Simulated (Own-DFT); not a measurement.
# What random displacements cost in zincblende GaP, 64 atoms (Ga32P32)

These are calculations, not measurements. They come from Own-DFT, an in-house plane-wave density functional program, since retired, whose code no person has reviewed. Each row is one single-point run on a periodic cell that was not relaxed, without spin or spin-orbit coupling.

Settings of every run: PBE; PseudoDojo norm-conserving scalar-relativistic files; cutoff 42 hartree; 3 x 3 x 3 k mesh centred on Gamma; Fermi-Dirac smearing of 0.1 eV.

Known limits, some of them of some rows only: some atoms lie very close together; forces on such cells passed a denser k mesh, each cell not checked; stress not checked against mesh or cutoff.

Cell vectors in Å: (10.901, 0.000, 0.000); (0.000, 10.901, 0.000); (0.000, 0.000, 10.901). In each run every atom was moved at random and independently from its ideal site; u is the rms move along one axis. E is the free energy for each atom above the fitted value at u = 0, and F the rms of the force components.

| run | u (Å) | E (meV/atom) | F (eV/Å) | largest force (eV/Å) | P (GPa) |
|---|---|---|---|---|---|
| 1 | 0.0183 | 6.9 | 0.270 | 1.04 | 2.71 |
| 2 | 0.0206 | 7.1 | 0.268 | 0.98 | 2.70 |
| 3 | 0.0208 | 7.2 | 0.267 | 0.81 | 2.71 |
| 4 | 0.0518 | ? | ? | ? | ? |
| 5 | 0.0552 | 50.6 | 0.756 | 2.62 | 3.30 |
| 6 | 0.0970 | 162.9 | 1.451 | 6.27 | 4.90 |
| 7 | 0.1023 | 198.7 | 1.682 | 8.27 | 5.69 |
| 8 | 0.1486 | 516.9 | 3.973 | 21.55 | 10.48 |
| 9 | 0.2041 | 776.9 | 3.786 | 14.97 | 14.24 |

## Worked fit

For small independent moves the energy grows as E = (3/2) K u², with K the mean stiffness felt by one atom. The runs with u up to 0.11 Å give K = 11.8 ± 0.4 eV/Å², with residuals divided by u² + 0.0006 Å², since the noise grows with the moves. The scatter is 3.0 meV/atom at u = 0.05 Å. The forces follow F = G u with G = 14.3 eV/Å²; no force at u = 0 is resolved. G exceeds K because the moves of its neighbours add to the force on an atom, and stiffness differs between atoms. At u = 0.204 Å the parabola gives 737 meV/atom and the run 777. The pressure follows P = 2.56 + 275 u² GPa: at fixed volume, shortened bonds push harder than stretched ones pull.

## Withheld run

Question: what energy and rms force should run 4 give?

The fit gives 48 ± 4 meV/atom and about 0.74 eV/Å. The calculation gave 49.1 meV/atom and 0.770 eV/Å.
